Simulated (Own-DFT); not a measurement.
# Strain and stress in 2H SiC, 32 atoms (C16Si16)

All numbers below are calculated, not measured. They come from Own-DFT, an in-house plane-wave density functional program, since retired, whose code no person has reviewed. Each row is one single-point run on a periodic cell that was not relaxed, without spin or spin-orbit coupling.

Settings of every run: PBE; PseudoDojo norm-conserving scalar-relativistic files; cutoff 42 hartree; 5 x 5 x 3 k mesh centred on Gamma; Fermi-Dirac smearing of 0.1 eV.

Known limits: forces on such cells passed a denser k mesh, each cell not checked; stress not checked against mesh or cutoff.

Unstrained cell vectors in Å: (6.165, 0.000, 0.000); (-3.083, 5.339, 0.000); (0.000, 0.000, 10.068). The unstrained cell has measured lattice constants (interpolated for alloys), not those of this functional. That, the random moves and any unrelaxed bonds set the pressure at no strain. Each run strains this cell uniformly, with the atoms carried along. Every atom was also moved at random, by a Gaussian of width 0.05 Å on each axis. Strain is the symmetric tensor, in per cent. Stress is positive in tension, and the pressure is minus a third of its trace.

| run | e_xx (%) | e_yy (%) | e_zz (%) | e_yz (%) | e_xz (%) | e_xy (%) | s_xx (GPa) | s_yy (GPa) | s_zz (GPa) | s_yz (GPa) | s_xz (GPa) | s_xy (GPa) | P (GPa) | E (meV/atom) |
|---|---|---|---|---|---|---|---|---|---|---|---|---|---|---|
| 1 | 0.54 | -1.37 | 0.18 | -1.11 | -1.28 | 1.25 | -2.29 | -10.11 | -7.55 | -3.80 | -3.88 | 5.94 | 6.65 | 14.1 |
| 2 | 0.84 | -1.91 | 1.91 | -0.85 | 0.79 | 0.80 | -0.39 | -12.19 | 1.22 | -1.98 | 1.79 | 2.36 | 3.79 | 27.7 |
| 3 | 0.89 | 1.53 | -1.76 | 1.60 | 0.07 | 0.13 | 3.19 | 5.90 | -24.11 | 4.37 | -0.18 | 0.49 | 5.01 | 36.9 |
| 4 | -1.61 | -1.65 | 0.76 | -1.39 | 2.00 | 0.42 | -17.96 | -16.39 | -4.29 | -3.50 | 6.56 | 2.75 | 12.88 | 75.0 |
| 5 | 1.63 | 1.26 | -1.97 | 0.66 | 0.47 | 0.48 | 5.16 | 3.06 | -19.10 | 2.28 | 2.86 | 2.48 | 3.63 | 22.7 |
| 6 | 1.64 | 0.05 | 0.38 | -1.81 | -0.39 | 1.87 | 5.83 | -3.68 | -5.01 | -4.95 | -1.02 | 6.86 | 0.95 | 23.4 |
| 7 | 1.27 | 1.23 | 0.15 | -0.02 | 1.60 | -1.55 | 2.98 | 3.09 | -5.48 | -0.83 | 4.88 | -7.17 | -0.19 | 13.0 |
| 8 | 1.49 | 1.03 | 0.31 | -0.82 | -1.25 | -0.71 | 5.93 | 1.27 | -5.65 | -2.86 | -3.37 | -1.73 | -0.52 | 30.7 |
| 9 | -1.63 | 0.45 | 1.83 | -1.88 | 0.07 | 0.43 | -11.89 | -3.28 | 3.17 | -7.15 | -0.62 | 4.00 | 4.00 | 7.5 |
| 10 | -1.65 | -0.53 | -1.95 | 0.60 | 1.20 | -1.25 | -17.01 | -7.27 | -23.26 | 2.26 | 3.31 | -3.24 | 15.85 | 53.7 |
| 11 | 1.78 | -0.44 | 1.95 | -0.82 | 0.70 | -0.06 | 4.03 | -1.99 | 3.26 | -2.65 | 2.78 | -1.51 | -1.76 | 3.5 |
| 12 | 1.87 | 1.92 | -0.73 | 0.02 | -0.14 | -1.16 | 5.85 | 7.42 | -13.18 | -0.56 | -1.23 | -4.63 | -0.03 | 52.3 |
| 13 | 0.13 | -1.68 | 1.21 | 1.40 | 1.33 | -0.90 | -4.56 | -13.79 | -0.24 | 5.58 | 4.54 | -2.72 | 6.20 | 20.3 |
| 14 | -1.15 | 1.65 | 1.06 | -0.40 | -1.13 | 1.12 | -9.62 | 5.61 | -1.90 | -1.74 | -3.26 | 4.34 | 1.97 | 0.0 |
| 15 | 1.73 | 0.55 | 0.50 | 1.91 | 0.38 | -0.63 | 4.71 | 1.87 | -3.97 | 5.72 | 1.25 | -3.05 | -0.87 | 1.5 |
| 16 | 1.13 | 1.68 | 1.55 | -0.88 | -0.51 | -0.52 | 5.30 | 2.84 | 2.50 | -3.43 | -1.63 | -2.70 | -3.55 | 14.3 |
| 17 | 0.27 | -1.66 | -1.13 | -1.39 | 0.13 | 1.95 | -7.05 | -14.21 | -16.21 | -5.23 | 3.06 | 11.15 | 12.49 | 66.2 |
| 18 | 0.89 | 1.76 | 0.19 | -0.47 | 1.34 | -1.79 | ? | ? | ? | ? | ? | ? | ? | ? |

E is the free energy for each atom above the lowest run shown.

## Worked fit

Each stress component was fitted by least squares to a constant and the strains of the runs shown, as fractions, with shears doubled. Shear strains stay in the fit of a normal stress only where such slopes are resolved. The slopes, in GPa:

| stress | at no strain | per e_xx | per e_yy | per e_zz | scatter |
|---|---|---|---|---|---|
| s_xx | -5.1 | 584 ± 30 | 124 ± 28 | 58 ± 28 | 1.44 |
| s_yy | -4.2 | 89 ± 36 | 529 ± 34 | 9 ± 34 | 1.76 |
| s_zz | -8.9 | 37 ± 34 | 26 ± 33 | 670 ± 32 | 1.67 |

Each shear stress against twice its own strain: yz 165 ± 10, xz 160 ± 15, xy 186 ± 16 GPa. These are stiffnesses along x, y and z of the frame in which the cell vectors are given, which need not be the crystal's axes. The atoms are held to the strained lattice; where symmetry lets them move under strain, relaxing them would lower some slopes. The table should be nearly symmetric about its diagonal, and what it lacks of that shows the noise. A ninth of its sum, 236 ± 6 GPa, estimates the bulk modulus near the mean pressure of these runs, 3.9 GPa, so it lies above the value at zero pressure.

## Withheld run

Question: what normal stresses and pressure should run 18 give?

The fit gives s_xx = 2.4, s_yy = 5.9, s_zz = -6.9 and P = -0.5 GPa. The calculation gave 2.16, 3.71, -4.48 and P = -0.46 GPa.
